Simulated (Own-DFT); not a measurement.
## Calculated data, Hf32O63 (monoclinic hafnia with one vacancy, atoms displaced)

A calculation, not a measurement: plane-wave density functional theory by an unreviewed code, no spin, of a simulated periodic cell, stress positive in tension, run twice, with PBE and with PBEsol, both on files made for PBE, so the change isn't that of files made for PBEsol, defect cell not probed for a lower state with spin; hafnium file: forces about 75 meV/angstrom off all-electron values; oxygen file: force components 24 meV/angstrom off all-electron in one glass; forces on such cells passed a denser k mesh, this cell's mesh not checked; the far tail of each file's local potential was reset to the Coulomb form; each entry is a single point on an unrelaxed cell, so the pressure reflects the starting lattice, mostly measured values (interpolated for alloys), from which strain is counted, and rises with the displacements; printed positions are rounded, which can move forces by about a meV/angstrom; the program, named Own-DFT, is a retired in-house code; no spin-orbit coupling; stress was not checked against mesh or cutoff. Program: Own-DFT development build.

```xyz
95
Lattice="10.2340 0.0000 0.0000 0.0000 10.3500 0.0000 -1.6955 0.0000 10.4453" Properties=species:S:1:pos:R:3:PBE_force_x:R:1:PBE_force_y:R:1:PBE_force_z:R:1:PBEsol_force_x:R:1:PBEsol_force_y:R:1:PBEsol_force_z:R:1 formula=Hf32O63 functional=PBE,then_PBEsol potential_files=PseudoDojo_norm-conserving,scalar-relativistic,standard_set wave_cutoff=72 occupations=Fermi-Dirac smearing_width=0.1 k_mesh=2_x_2_x_2_centred_on_Gamma PBE_pressure=7.26 PBE_stress_xx=-8.22 PBE_stress_yy=-7.36 PBE_stress_zz=-6.21 PBE_stress_yz=-0.35 PBE_stress_xz=-0.75 PBE_stress_xy=0.15 PBEsol_pressure=0.86 PBEsol_stress_xx=-1.82 PBEsol_stress_yy=-0.98 PBEsol_stress_zz=0.21 PBEsol_stress_yz=-0.35 PBEsol_stress_xz=-0.45 PBEsol_stress_xy=0.19 rms_change_of_force_components_from_PBE_to_PBEsol=0.064
Hf     1.3460     0.3199     1.0655     -4.095      0.931      0.175     -3.985      0.956      0.136
Hf     3.5729     2.7379     1.4804     -1.204      1.837      0.915     -1.377      1.956      0.919
Hf     2.9413     4.8647     4.2719      2.797      3.789     -5.415      2.715      3.641     -5.267
Hf     0.8573     2.3879     3.7504     -2.823     -0.824     -1.757     -2.753     -0.839     -1.774
O      0.1483     1.8067     1.8258     -0.511     -0.243     -0.823     -0.487      -0.23     -0.747
O      4.5987     4.4445     0.7724     -0.017     -1.181      0.508     -0.023     -1.122       0.45
O      4.1749     3.5570     3.3556      2.768     -2.281     -0.269      2.658     -2.256     -0.311
O     -0.5183     0.8711     4.2336      2.332      0.971      1.219      2.261      0.937      1.204
O      2.0168     3.8437     2.5731     -1.292      0.918     -1.908     -1.199      0.881     -1.835
O      2.8102     1.4394     0.0087      0.658     -0.738      1.154      0.576     -0.739      1.145
O      2.3416     1.2916     2.6936      1.925      -1.02     -0.248      1.806      -0.98     -0.255
O      1.5620     3.8936     5.0018     -3.638     -2.718      3.606     -3.496     -2.653      3.499
Hf     0.4450     0.1624     6.3517     -2.435     -0.344     -1.506     -2.337     -0.311      -1.46
Hf     2.6905     2.7749     6.7302     -0.799     -0.697      0.781     -0.784     -0.612       0.82
Hf     2.2013     5.0762     9.3742     -0.384     -2.035     -2.114      -0.38     -2.049     -2.039
Hf    -0.0622     2.4644     8.7817     -0.029     -1.345      1.352     -0.053     -1.362      1.299
O     -0.7692     1.5816     7.0823     -0.862      1.197      -0.92       -0.8      1.174     -0.841
O      3.7256     4.3590     5.9631      1.735     -1.258      2.732      1.678     -1.217        2.6
O      3.2400     3.4577     8.5867      1.994     -0.127      0.464      1.929     -0.139      0.374
O     -1.2236     0.9328     9.5975      0.394     -0.477      1.023      0.407     -0.486       1.05
O      1.0897     3.9271     7.7540     -0.304      0.547     -1.641     -0.239      0.515     -1.586
O      1.8949     1.3125     5.2751      0.631      0.688      0.844      0.557      0.661      0.815
O      1.5994     1.2377     7.9979      0.193      0.582     -1.745      0.135      0.548     -1.693
O      0.6333     3.8625    10.3322     -0.009      1.588      0.529      0.059      1.574      0.525
Hf     1.3010     5.4032     1.1025     -1.448     -3.077      0.709     -1.386     -2.972      0.687
Hf     3.5172     7.9562     1.4872      -0.92      1.334      1.454      -0.91      1.339      1.428
Hf     3.0706    10.1346     4.0550     -1.148      0.163      2.071     -1.121      0.115      2.089
Hf     0.9049     7.5356     3.6291     -1.568      0.817       2.57     -1.516      0.758      2.453
O     -0.0653     6.9538     1.7942      4.155     -2.682      0.184      4.069     -2.593      0.252
O      4.5682     9.4916     0.7424      0.828      0.133      1.192      0.796      0.128      1.135
O      4.2599     8.5840     3.4832     -1.514      0.483     -1.764     -1.459       0.46     -1.771
O     -0.2249     5.9023     4.4140     -1.699      0.834     -0.954     -1.655      0.784     -0.852
O      1.8356     9.0178     2.5491      1.458      0.716     -0.662      1.484      0.673     -0.633
O      2.9484     6.5749     0.1424     -1.106     -0.017      -0.96     -1.129     -0.023     -0.923
O      2.3015     6.3817     2.6143      0.816      0.389      0.247      0.702      0.396      0.209
O      1.5697     9.0936     5.2677     -1.466     -1.566     -3.266     -1.353       -1.5     -3.161
Hf     0.3132     5.3799     6.2836     -0.407      0.813      1.276     -0.392      0.848      1.194
Hf     2.7079     7.9748     6.7711     -2.527     -0.284     -1.199     -2.484     -0.188     -1.125
Hf     2.0523    10.1376     9.3132      2.605      0.784     -0.603      2.526      0.734     -0.617
Hf    -0.0258     7.5610     9.0602     -1.872      1.788     -4.195     -1.848      1.688     -4.158
O     -0.7751     7.0448     7.1043      0.808     -1.856     -0.706      0.785     -1.806     -0.623
O      3.6596     9.4417     5.9819      3.247       1.93     -0.124      3.144      1.886     -0.162
O      3.3008     8.6985     8.5439      1.421     -0.632      2.132      1.338     -0.638      2.008
O     -1.2287     6.0736     9.6351      2.569      0.871      1.391      2.513      0.846      1.405
O      1.1788     9.1118     7.6384      -2.22     -0.028      2.427      -2.09      0.006      2.357
O      1.9602     6.4547     5.2960      0.178      1.014     -0.099      0.113      0.952     -0.112
O      1.5116     6.4717     7.8287     -0.283     -0.724      2.328     -0.335     -0.703      2.282
O      2.1812     9.1659     0.0150       1.34     -2.694     -1.998      1.374     -2.611     -1.956
Hf     6.3171     0.2322     1.2266      0.902     -0.336     -4.224      1.017     -0.453     -4.215
Hf     8.5430     2.7364     1.4661      1.838     -0.118      1.221      1.782     -0.031      1.191
Hf     8.1105     4.9887     4.1550      1.981     -2.398     -0.032      1.961     -2.409      0.004
Hf     6.0031     2.2846     3.6415     -2.607      1.457      1.987     -2.442      1.446      2.062
O      9.6494     4.2814     0.9151      2.927      2.548     -0.505      2.837      2.482     -0.552
O      9.3755     3.4916     3.4635     -1.085      0.542      0.035     -1.064      0.518      0.006
O      4.7137     0.8407     4.4914      0.588      0.854     -1.178      0.584      0.794     -1.107
O      6.9875     3.8148     2.4946     -0.459      1.344      0.254     -0.389      1.303      0.256
O      7.9497     1.2578     0.0935     -0.787      0.659      1.242     -0.821      0.647      1.236
O      7.5128     1.2751     2.8384     -1.025      0.572     -2.801     -1.082      0.553     -2.716
O      6.5528     3.7009     5.1261     -0.427      1.159     -0.034     -0.348      1.112     -0.029
Hf     5.4815     0.1385     6.4132      0.209     -2.792      -1.92      0.258     -2.659     -1.896
Hf     7.4942     2.6567     6.7125      3.879       0.51      0.804       3.75      0.537      0.785
Hf     7.3863     5.0772     9.4279     -2.213     -3.257     -0.453     -2.187     -3.213      -0.41
Hf     5.1217     2.4328     8.8520     -0.487     -1.145      2.757     -0.459     -1.193      2.655
O      4.4784     1.6783     7.0418     -3.389      2.626     -0.989     -3.294       2.57     -0.905
O      8.8440     4.2038     6.0465      0.149      0.789     -0.108      0.139      0.812      -0.17
O      8.5149     3.4236     8.6588     -1.617      1.494     -0.142     -1.557      1.436     -0.175
O      4.0407     0.8885     9.5288     -1.898     -1.071      1.774      -1.83     -1.033      1.758
O      6.2191     3.8450     7.8279     -0.822       1.43     -1.532     -0.749      1.327       -1.5
O      7.0668     1.1818     5.3971     -0.836      0.954     -0.905     -0.871       0.93      -0.87
O      6.5342     1.1021     7.8361      1.859      1.499      2.262      1.743      1.497      2.168
O      5.8891     3.7656    10.4217     -2.084      0.741      -1.54     -1.946      0.711     -1.491
Hf     6.2984     5.4017     1.1705      3.316     -2.806     -2.371      3.249      -2.69     -2.343
Hf     8.6037     7.9243     1.7157     -1.374      3.744     -3.598     -1.344      3.711      -3.49
Hf     8.0721    10.1528     4.0602      2.139     -0.557      4.084      2.097     -0.587      4.024
Hf     5.9087     7.6227     3.5651      1.488     -0.966      3.713      1.439     -0.967      3.626
O      5.2325     6.8360     1.7929      -2.17      2.278     -0.226     -2.112      2.236     -0.179
O      9.6617     9.5152     0.8023      2.025      0.204       1.29      1.947      0.212      1.181
O      9.3293     8.7144     3.5643      1.347     -2.824     -1.383      1.279     -2.757     -1.433
O      4.7960     6.0842     4.4492      0.311      0.161     -0.149      0.345      0.144     -0.062
O      7.0814     9.1524     2.5323     -2.142      -0.29      -0.59     -2.049     -0.263     -0.563
O      6.1437     6.5079    10.4306      1.034     -1.082      2.224      0.944     -1.081      2.132
O      7.5153     6.4410     2.6321     -0.443     -1.035      1.397      -0.49     -0.987      1.345
O      6.5580     9.0205     5.0563     -1.336     -1.128     -0.349     -1.234     -1.096     -0.344
Hf     5.4613     5.4110     6.2555      0.788      0.056      0.249      0.739      0.127      0.179
Hf     7.6423     7.9102     6.6268      1.995      3.571      2.436      1.934      3.548      2.419
Hf     7.3054    10.0797     9.4094     -0.117     -0.264     -0.108     -0.105     -0.321     -0.054
Hf     5.0685     7.3863     8.9215      3.084      6.313      -0.59      3.059       6.11      -0.61
O      4.3189     6.8737     7.0818      1.386     -1.682     -0.969      1.368     -1.635     -0.891
O      8.7350     9.5529     6.0087       1.45     -0.359       0.45      1.385     -0.356      0.379
O      8.4115     8.6920     8.5482      2.286     -1.275      1.194      2.207     -1.264      1.143
O      4.0270     6.0070     9.5060     -3.698     -3.513      2.035     -3.626     -3.429      2.036
O      6.1485     8.9862     7.7293     -0.887       0.15     -0.576     -0.796      0.157      -0.59
O      7.1226     6.5173     5.3316     -0.638     -1.866     -1.551     -0.676     -1.829     -1.496
O      6.7508     6.4347     7.9527     -0.978     -0.903     -0.639     -1.019     -0.858     -0.603
O      5.8163     8.9422    10.4386     -1.739     -0.256     -0.347     -1.608     -0.236     -0.325
```

Units: wave_cutoff in hartree; smearing_width in eV; PBE_pressure, PBE_stress_xx, PBE_stress_yy, PBE_stress_zz, PBE_stress_yz, PBE_stress_xz, PBE_stress_xy, PBEsol_pressure, PBEsol_stress_xx, PBEsol_stress_yy, PBEsol_stress_zz, PBEsol_stress_yz, PBEsol_stress_xz, PBEsol_stress_xy in GPa; rms_change_of_force_components_from_PBE_to_PBEsol, PBE_force_x, PBE_force_y, PBE_force_z, PBEsol_force_x, PBEsol_force_y, PBEsol_force_z in eV/Å.
